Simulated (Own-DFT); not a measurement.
Simulation results for Si$_{3}$N$_{4}$ (beta silicon nitride, strained, atoms displaced)

Computed with Own-DFT development build. A calculation, not a measurement: plane-wave PBE density functional theory by an unreviewed code, no spin, of a simulated periodic cell, stress positive in tension, free energy of the whole cell less one offset for each atom, forces on such cells moved up to 12 meV/angstrom on a denser k mesh; offsets are fitted by least squares, one for each functional and potential file, so energies compare only between cells with the same atoms and settings and are not formation energies; the far tail of each file's local potential was reset to the Coulomb form; each entry is a single point on an unrelaxed cell, so the pressure reflects the starting lattice, mostly measured values (interpolated for alloys), from which strain is counted, and rises with the displacements; printed positions are rounded, which can move forces by about a meV/angstrom; the program, named Own-DFT, is a retired in-house code; no spin-orbit coupling; before rounding, a Quantum ESPRESSO 7.3.1 run of the same cell and cutoff gave forces within 1 meV/angstrom rms on each cell, which checks the program and not the settings.

Settings shared by all entries: functional PBE; potential files PseudoDojo norm-conserving, scalar-relativistic, standard set; wave cutoff 42 hartree; occupations Fermi-Dirac; smearing width 0.1 eV; k mesh 2 x 2 x 4 centred on Gamma.

(1) Si$_{3}$N$_{4}$ (beta silicon nitride, strained, atoms displaced)

```xyz
112
Lattice="15.4372 0.0786 -0.1874 -7.6505 13.0242 0.2441 -0.0717 0.0664 5.8784" Properties=species:S:1:pos:R:3 Si3N4
Si    -1.5970     5.0247     0.8465
Si     0.2640     2.5775     0.7222
Si     1.3681     5.4091     0.7923
Si     5.4838     1.6332     2.1004
Si     3.6200     3.9916     2.2472
Si     2.3741     1.1766     2.2155
N      2.4085     0.2473     0.7941
N      6.3112     1.9591     0.7447
N      2.8229     4.2917     0.7461
N      1.4310     6.4325     2.2452
N     -2.4945     4.5338     2.2307
N      1.0213     2.2467     2.2097
N     -0.0156     4.3731     0.8140
N      3.7592     2.1922     2.1085
Si    -1.5820     5.0598     3.8601
Si     0.1456     2.6552     3.6439
Si     1.3564     5.4226     3.7269
Si     5.3976     1.5894     5.1082
Si     3.5644     4.0707     5.0615
Si     2.3270     1.1504     5.1185
N      2.3507     0.2260     3.6792
N      6.3056     2.0610     3.5491
N      2.8268     4.3908     3.6908
N      1.3868     6.5115     5.1305
N     -2.4961     4.6845     5.2545
N      0.9577     2.2418     5.1347
N      0.0296     4.3593     3.7085
N      3.7573     2.3240     5.0918
Si    -5.3928    11.5469     0.9119
Si    -3.6905     9.2422     0.8979
Si    -2.3910    11.8916     0.9031
Si     1.6816     8.0975     2.3147
Si    -0.1673    10.4121     2.3182
Si    -1.4147     7.5759     2.4020
N     -1.4176     6.6630     0.7950
N      2.4736     8.5206     0.8969
N     -1.1035    10.8985     0.9120
N     -2.4698    12.9221     2.4636
N     -6.2731    11.0402     2.4450
N     -2.8768     8.6649     2.3236
N     -3.7796    10.8974     0.8871
N      0.0224     8.7444     2.3260
Si    -5.4973    11.5845     3.9551
Si    -3.5992     9.1373     3.7505
Si    -2.5035    12.0416     3.7565
Si     1.5742     8.1310     5.2654
Si    -0.1761    10.4931     5.3128
Si    -1.3944     7.6994     5.2331
N     -1.3862     6.8148     3.7731
N      2.4153     8.5119     3.8172
N     -1.0262    10.8899     3.8409
N     -2.4923    12.9138     5.2808
N     -6.3166    11.1921     5.3912
N     -2.8419     8.7179     5.2795
N     -3.7775    10.8877     3.7727
N     -0.0081     8.6795     5.2225
Si     6.0922     5.0764     0.7214
Si     7.9459     2.6973     0.6680
Si     9.1315     5.5079     0.6484
Si    13.1879     1.5091     2.0807
Si    11.3580     4.0876     2.0152
Si    10.1332     1.2001     2.1056
N     10.1866     0.2472     0.6252
N     14.0152     1.9978     0.5398
N     10.5526     4.4742     0.6755
N      9.1019     6.3707     2.2071
N      5.3002     4.6291     2.2072
N      8.8001     2.3114     2.2085
N      7.7834     4.4300     0.6998
N     11.6599     2.2327     2.0823
Si     6.0203     5.0858     3.6617
Si     7.9044     2.7931     3.5584
Si     9.0214     5.4368     3.5759
Si    13.1391     1.6024     5.0101
Si    11.3076     4.0227     5.0153
Si    10.0558     1.2721     4.9949
N     10.1111     0.2623     3.5483
N     13.9888     1.9605     3.4545
N     10.4647     4.4037     3.5379
N      9.0710     6.4470     5.0980
N      5.1952     4.6058     5.1470
N      8.7222     2.2734     5.0745
N      7.6298     4.5497     3.5286
N     11.4752     2.2822     5.0039
Si     2.2272    11.5716     0.8791
Si     4.1881     9.1442     0.7573
Si     5.4058    11.9625     0.8491
Si     9.3484     8.1424     2.1920
Si     7.4177    10.5206     2.1975
Si     6.3656     7.7882     2.2818
N      6.3733     6.7660     0.7248
N     10.2066     8.4779     0.6570
N      6.8056    10.9770     0.7813
N      5.3518    12.9636     2.3338
N      1.4425    11.1305     2.3354
N      4.9416     8.7794     2.3294
N      3.9104    10.8905     0.9350
N      7.7534     8.7074     2.2334
Si     2.1289    11.6505     3.7387
Si     4.0518     9.1600     3.6998
Si     5.2918    12.0908     3.7267
Si     9.3669     8.0260     5.1309
Si     7.4678    10.5654     5.2255
Si     6.2456     7.6958     5.1657
N      6.2784     6.7903     3.7419
N     10.0712     8.5655     3.6526
N      6.7449    10.9343     3.7437
N      5.3067    12.8810     5.2397
N      1.3732    11.0851     5.2954
N      4.8508     8.7082     5.2491
N      3.8561    10.9282     3.7691
N      7.7996     8.9442     5.1288
```

It finds free energy of cell above offsets -8.196 eV; pressure 3.74 GPa; stress xx 1.45 GPa; stress yy -8.09 GPa; stress zz -4.59 GPa; stress yz 3.77 GPa; stress xz -3.5 GPa; stress xy 0.97 GPa.

Force:
```tsv
element	x (eV/Å)	y (eV/Å)	z (eV/Å)
Si	-0.374	-1.601	0.137
Si	-2.418	1.841	0.035
Si	1.024	0.527	-0.669
Si	-3.866	-1.259	3.004
Si	1.166	-2.789	-2.141
Si	1.701	0.463	0.209
N	-0.455	-0.624	-1.798
N	2.566	1.054	-3.671
N	-1.581	2.85	-0.732
N	-0.21	-3.349	0.308
N	2.502	1.869	2.447
N	-0.144	-0.923	0.561
N	0.852	-1.312	-0.429
N	2.057	1.606	0.93
Si	-0.865	-0.691	-2.566
Si	-0.445	-0.823	0.537
Si	1.125	1.945	-0.531
Si	-1.175	1.355	-1.353
Si	1.703	-3.65	5.465
Si	2.166	2.377	1.178
N	-0.229	1.444	-0.164
N	0.224	0.159	1.94
N	-3.292	2.892	-2.841
N	-0.22	-5.984	1.106
N	-1.075	-1.01	-0.691
N	0.26	-0.948	-0.564
N	-1.717	0.971	0.394
N	0.489	-1.819	-0.149
Si	-0.786	-0.292	2.916
Si	1.548	-3.289	-1.747
Si	-2.072	2.765	0.187
Si	-2.127	0.781	0.629
Si	-1.833	0.713	1.846
Si	0.549	4.966	-6.838
N	0.416	2.686	1.86
N	1.911	0.451	-2.142
N	4.35	-1.652	-0.645
N	0.802	2.053	-6.201
N	-0.65	0.479	-0.812
N	1.809	-1.58	-0.74
N	-1.446	1.099	-0.083
N	-0.259	-1.907	-0.299
Si	1.433	-2.961	-2.557
Si	-2.149	1.328	2.664
Si	1.261	-4.796	4.91
Si	0.947	1.758	0.603
Si	-3.72	-1.969	-0.826
Si	-1.234	1.653	1.862
N	-0.305	-4.454	3.425
N	1.977	0.8	-0.994
N	0.066	1.307	-0.919
N	0.385	-0.049	0.949
N	-0.972	-0.082	0.129
N	-0.199	-0.4	0.175
N	-2.454	0.302	0.57
N	-0.667	2.914	0.852
Si	1.529	-0.708	0.043
Si	0.159	0.38	0.549
Si	-0.231	-1.112	2.3
Si	-0.473	5.476	-2.749
Si	0.58	-4.141	3.973
Si	2.477	1.718	-0.76
N	-1.093	0.675	-0.252
N	1.818	0.217	1.339
N	-1.147	0.9	-4.083
N	0.603	1.674	-2.733
N	-2.376	-0.479	-0.772
N	-0.251	-0.848	-2.359
N	-1.912	-0.815	-0.656
N	-3.283	0.861	-0.192
Si	0.759	0.497	1.08
Si	-0.93	0.244	1.42
Si	1.985	0.954	1.383
Si	-1.316	0.244	-1.284
Si	0.072	-0.402	0.329
Si	2.316	-1.045	0.941
N	-0.553	1.536	0.801
N	2.157	1.415	2.935
N	0.012	1.075	0.381
N	-0.319	-3.497	-1.571
N	0.781	1.085	-0.306
N	-2.294	1.048	-0.181
N	-0.234	-3.333	1.026
N	1.206	-0.01	0.042
Si	3.16	-0.831	-0.695
Si	-3.091	2.212	2.782
Si	-3.643	-0.889	-0.085
Si	-0.078	-1.089	-0.803
Si	5.381	-2.706	4.51
Si	-0.102	-1.951	-0.67
N	-0.62	0.234	2.217
N	1.038	0.714	2.165
N	-2.645	1.619	-1.116
N	0.06	-4.589	-2.723
N	-2.311	-0.54	-1.566
N	0.893	-1.409	-2.043
N	0.887	0.518	-0.985
N	-1.189	2.697	-0.555
Si	3.732	-2.537	3.043
Si	-1.197	2.768	2.297
Si	-1.112	-5.321	2.194
Si	-1.767	5.395	-1.438
Si	2.897	-0.867	-1.753
Si	2.735	3.077	0.132
N	-0.521	0.291	-1.182
N	3.587	0.698	0.118
N	-2.706	2.533	-1.41
N	0.269	1.71	0.092
N	1.534	1.74	-0.294
N	0.499	-0.571	-2.242
N	-0.361	0.812	0.003
N	-1.721	-4.52	0.635
```

(2) Si$_{3}$N$_{4}$ (beta silicon nitride, strained, atoms displaced)

```xyz
112
Lattice="15.0787 -0.2864 -0.0006 -7.7874 13.3206 0.2021 -0.0002 0.0891 5.8769" Properties=species:S:1:pos:R:3 Si3N4
Si    -1.7189     5.1317     0.7732
Si     0.2054     2.6843     0.7496
Si     1.2832     5.4591     0.8125
Si     5.3566     1.4461     2.1968
Si     3.4434     3.8850     2.2859
Si     2.3632     1.1199     2.1867
N      2.4217     0.1459     0.7036
N      6.1123     1.9482     0.7498
N      2.6369     4.3696     0.8131
N      1.2724     6.4551     2.2895
N     -2.4738     4.8080     2.2555
N      1.0360     2.2684     2.1937
N     -0.1258     4.3656     0.8683
N      3.7069     2.1904     2.2774
Si    -1.8018     5.1796     3.6703
Si     0.1763     2.7302     3.7381
Si     1.3137     5.4561     3.6547
Si     5.3746     1.4420     5.1666
Si     3.4912     3.9360     5.2165
Si     2.4019     1.1456     5.1683
N      2.4040     0.1798     3.6908
N      6.0531     1.8474     3.6878
N      2.6560     4.4385     3.7357
N      1.2548     6.3359     5.2257
N     -2.5285     4.7841     5.1106
N      1.0654     2.2302     5.0966
N     -0.0991     4.4377     3.6785
N      3.6611     2.2262     5.2134
Si    -5.5841    11.8003     0.9701
Si    -3.7580     9.2274     0.8791
Si    -2.6367    12.1561     1.0224
Si     1.4226     8.1061     2.2369
Si    -0.3826    10.5781     2.4155
Si    -1.4149     7.7422     2.3234
N     -1.5695     6.9279     0.8041
N      2.1418     8.6175     0.8762
N     -1.1962    11.0648     0.7870
N     -2.6461    13.0827     2.3606
N     -6.3694    11.3743     2.4292
N     -2.8945     8.7768     2.3345
N     -3.9668    11.0824     0.8164
N     -0.1957     8.7966     2.3458
Si    -5.6171    11.8221     3.8198
Si    -3.8000     9.4146     3.7663
Si    -2.5806    12.0283     3.8936
Si     1.3787     8.0908     5.2811
Si    -0.4932    10.6155     5.2857
Si    -1.5015     7.8581     5.2584
N     -1.5623     6.8972     3.7593
N      2.2900     8.5950     3.7106
N     -1.2571    11.0511     3.8005
N     -2.6044    13.1067     5.2921
N     -6.4495    11.3401     5.2778
N     -2.8826     8.8662     5.3222
N     -3.9600    11.0440     3.8367
N     -0.1164     8.8156     5.3077
Si     5.9082     4.9961     0.8082
Si     7.7116     2.5901     0.7662
Si     8.8055     5.2134     0.7565
Si    12.9105     1.2555     2.2306
Si    11.0771     3.8008     2.2641
Si     9.9075     1.0019     2.2344
N      9.8881    -0.0824     0.6862
N     13.7491     1.7448     0.8333
N     10.2297     4.2630     0.7918
N      8.7834     6.2000     2.2733
N      4.9767     4.5800     2.3535
N      8.5464     2.1013     2.2007
N      7.4787     4.3183     0.7925
N     11.3494     2.0954     2.2471
Si     5.8384     5.0401     3.7355
Si     7.6906     2.6511     3.7570
Si     8.8431     5.3634     3.7183
Si    12.8056     1.2959     5.1692
Si    10.8813     3.7783     5.2298
Si     9.8815     0.9623     5.1326
N      9.9596     0.0956     3.7238
N     13.5712     1.8018     3.6852
N     10.3035     4.2481     3.7198
N      8.8125     6.2467     5.2661
N      5.0818     4.5925     5.1751
N      8.4089     2.0133     5.1841
N      7.4788     4.2542     3.7742
N     11.2493     2.0968     5.2059
Si     2.0125    11.6232     0.9167
Si     3.8310     9.1207     0.8668
Si     4.9509    11.9671     0.9248
Si     9.0124     7.9243     2.3290
Si     7.1014    10.2764     2.3527
Si     6.0917     7.5861     2.1853
N      6.0207     6.6653     0.8627
N      9.7703     8.4588     0.8661
N      6.2977    10.8680     0.9690
N      5.0299    12.9755     2.5488
N      1.1642    11.1841     2.3329
N      4.5164     8.6853     2.2670
N      3.5506    10.9066     0.9417
N      7.4250     8.7380     2.2633
Si     1.9356    11.7091     3.8806
Si     3.7562     9.1195     3.8360
Si     4.9225    12.0120     3.7645
Si     8.9553     8.1055     5.2613
Si     7.0995    10.4690     5.3873
Si     5.9270     7.6889     5.1431
N      6.0011     6.7081     3.6782
N      9.6325     8.4392     3.7921
N      6.3086    10.8383     3.8216
N      4.8722    12.9749     5.3671
N      1.1803    11.2205     5.3172
N      4.6084     8.7354     5.3022
N      3.4994    10.9729     3.9430
N      7.4024     8.6405     5.2798
```

Results for Si$_{3}$N$_{4}$ (beta silicon nitride, strained, atoms displaced): free energy of cell above offsets -7.219 eV; pressure 7.84 GPa; stress xx -8.76 GPa; stress yy -9.72 GPa; stress zz -5.04 GPa; stress yz 5.24 GPa; stress xz 0.18 GPa; stress xy -6.31 GPa.

Force:
```tsv
element	x (eV/Å)	y (eV/Å)	z (eV/Å)
Si	1.645	0.471	-1.955
Si	1.051	0.708	-0.546
Si	-1.11	-2.285	0.996
Si	-2.533	1.455	0.717
Si	-0.897	-0.935	-0.149
Si	0.118	0.931	0.784
N	-0.663	0.444	1.708
N	0.312	-0.294	-0.237
N	0.871	0.382	-0.274
N	0.12	-1.797	-1.481
N	-2.111	-0.872	-2.467
N	-0.128	-1.297	1.211
N	0.539	1.887	-0.805
N	1.226	-1.178	-0.548
Si	4.717	0.622	2.749
Si	-0.941	0.446	-2.029
Si	-2.026	-0.614	2.501
Si	-2.706	1.854	0.062
Si	-1.431	-0.481	0.077
Si	-0.574	0.468	-1.881
N	-0.322	0.652	-0.442
N	3.274	1.9	-0.6
N	1.116	-0.252	0.25
N	0.6	2.674	-1.722
N	-1.487	-0.709	3.392
N	-1.778	0.179	1.92
N	-0.591	0.661	0.282
N	3.443	-0.041	-0.01
Si	1.116	-2.322	-2.081
Si	4.163	3.243	-0.026
Si	0.525	-2.955	-4.777
Si	-1.22	1.95	3.46
Si	-1.227	-2.185	-3.396
Si	-3.838	0.267	-0.832
N	0.378	-3.675	1.701
N	2.209	-0.26	-3.58
N	-1.474	1.167	4.419
N	0.56	-0.562	2.863
N	-1.897	-0.951	-2.065
N	-1.645	0.756	0.579
N	-0.874	-1.143	1.087
N	3.021	2.873	0.21
Si	1.732	-0.524	2.393
Si	2.421	-3.423	0.59
Si	-2.171	3.486	-0.296
Si	1.62	0.551	-1.457
Si	3.185	-2.15	0.045
Si	-0.803	-0.23	-1.905
N	0.311	-0.824	1.281
N	-6.001	-3.246	1.464
N	1.647	-0.6	0.238
N	0.159	-1.792	1.099
N	2.744	1.659	1.828
N	-2.135	0.977	-1.958
N	-1.806	2.263	-0.127
N	-1.502	2.445	-0.784
Si	-2.088	-2.088	0.522
Si	0.046	-0.698	0.049
Si	2.605	2.666	1.719
Si	-0.591	4.919	0.04
Si	-0.538	-1.702	-0.309
Si	1.151	1.073	-1.351
N	0.296	4.72	2.018
N	-2.406	-1.867	-2.533
N	-0.61	0.075	1.111
N	0.464	1.333	-1.285
N	2.346	0.539	-2.493
N	-0.575	-0.271	1.251
N	-2.522	-3.003	0.281
N	-1.516	-2.119	-0.563
Si	1.07	-2.01	-0.145
Si	-0.482	-3.947	-1.798
Si	0.621	-1.885	2.13
Si	1.078	3.936	0.569
Si	4.09	-0.631	-0.888
Si	0.191	2.758	1.928
N	-0.688	-0.674	-2.466
N	2.445	0.33	1.637
N	-3.304	1.95	-0.498
N	0.539	2.302	-2.465
N	0.144	0.598	2.137
N	1.489	-0.003	0.143
N	-0.983	3.764	-0.33
N	-1.238	-1.565	0.258
Si	-0.81	-3.501	-1.006
Si	-2.805	3.061	-0.641
Si	-1.234	-0.903	1.035
Si	-1.8	0.303	-1.352
Si	0.118	5.208	2.24
Si	-1.617	3.642	2.944
N	-0.333	-0.104	-3.921
N	-2.497	-1.683	-0.288
N	-0.09	0.499	-1.082
N	-0.452	-1.452	-6.629
N	0.701	1.167	2.33
N	3.85	-2.254	3.083
N	1.904	-0.406	0.043
N	0.135	-6.11	-0.255
Si	0.983	-1.954	-0.745
Si	3.762	4.774	-1.566
Si	-0.713	-5.162	6.599
Si	-0.289	-2.945	1.624
Si	-1.458	-2.306	-2.268
Si	2.796	-0.628	1.324
N	0.143	1.801	1.089
N	3.444	1.009	-0.637
N	-0.906	0.84	0.73
N	0.712	-2.069	-0.794
N	-1.51	0.111	0.022
N	-0.241	-0.712	-1.085
N	1.951	-0.487	-1.047
N	-3.71	1.984	0.115
```
